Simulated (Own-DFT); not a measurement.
# Point defects and the pressure they add: D0_22 TiAl3

Calculated, not measured: single-point runs of Own-DFT, a retired in-house plane-wave DFT program that no person has reviewed, on unrelaxed cells, without spin or spin-orbit coupling.

Method: PBE; PseudoDojo norm-conserving scalar-relativistic files; cutoff 42 hartree; 4 x 4 x 4 k mesh centred on Gamma; cold (Marzari-Vanderbilt) smearing of 0.2 eV.

Keep in mind: forces on such cells failed a check on a denser k mesh; stress not checked against mesh or cutoff.

All runs share one cell, with vectors in Å (-2.365, -6.981, 4.326); (-7.667, 3.491, 1.442); (-2.950, -3.488, -7.241) and a volume of 625.4 Å³. Atoms were moved at random from their sites; u is the rms move along one axis. The defect's site can differ from row to row.

| cell | formula | u (Å) | P (GPa) |
|---|---|---|---|
| no defect | Al30Ti10 | 0.0183 | 1.96 |
| no defect | Al30Ti10 | 0.0212 | 1.98 |
| no defect | Al30Ti10 | 0.0443 | 2.50 |
| two Al on a Ti site each | Al32Ti8 | 0.0294 | 2.87 |
| two Al on a Ti site each | Al32Ti8 | 0.0311 | 2.96 |
| two Al on a Ti site each | Al32Ti8 | 0.0470 | 3.28 |
| two Ti on an Al site each | Al28Ti12 | 0.0304 | 3.20 |
| two Ti on an Al site each | Al28Ti12 | 0.0311 | 3.35 |
| two Ti on an Al site each | Al28Ti12 | 0.0469 | 3.89 |
| two Al vacancies | Al28Ti10 | 0.0285 | 1.23 |
| two Al vacancies | Al28Ti10 | 0.0298 | 1.21 |
| two Al vacancies | Al28Ti10 | 0.0516 | 1.82 |
| one Ti vacancy | Al30Ti9 | 0.0283 | ? |
| one Ti vacancy | Al30Ti9 | 0.0284 | 1.85 |
| one Ti vacancy | Al30Ti9 | 0.0483 | 2.37 |
| one Ti vacancy | Al30Ti9 | 0.0508 | 2.35 |

## Fit

P = P0 + c u² + a shift for each defect gives P0 = 1.84 GPa, c = 340 ± 26 GPa/Å² and a scatter of 0.07 GPa. The shifts, and each times the cell's volume:

- two Ti on an Al site each: 1.18 ± 0.06 GPa, 4.6 eV (2.3 eV for each of its 2 sites)
- two Al on a Ti site each: 0.74 ± 0.06 GPa, 2.9 eV (1.5 eV for each of its 2 sites)
- one Ti vacancy: -0.29 ± 0.06 GPa, -1.1 eV
- two Al vacancies: -0.91 ± 0.06 GPa, -3.5 eV (-1.8 eV for each of its 2 sites)

Against the defect-free cell, a freed cell would be larger where the shift is positive and smaller where it is negative (160.2 GPa Å³ is 1 eV). The atoms around the defects weren't relaxed, which would change these numbers.

## The run left out

Question: what pressure belongs in the blank (one Ti vacancy, u = 0.0283 Å)?

The fit gives 1.82 ± 0.09 GPa. The calculation gave 1.88 GPa.
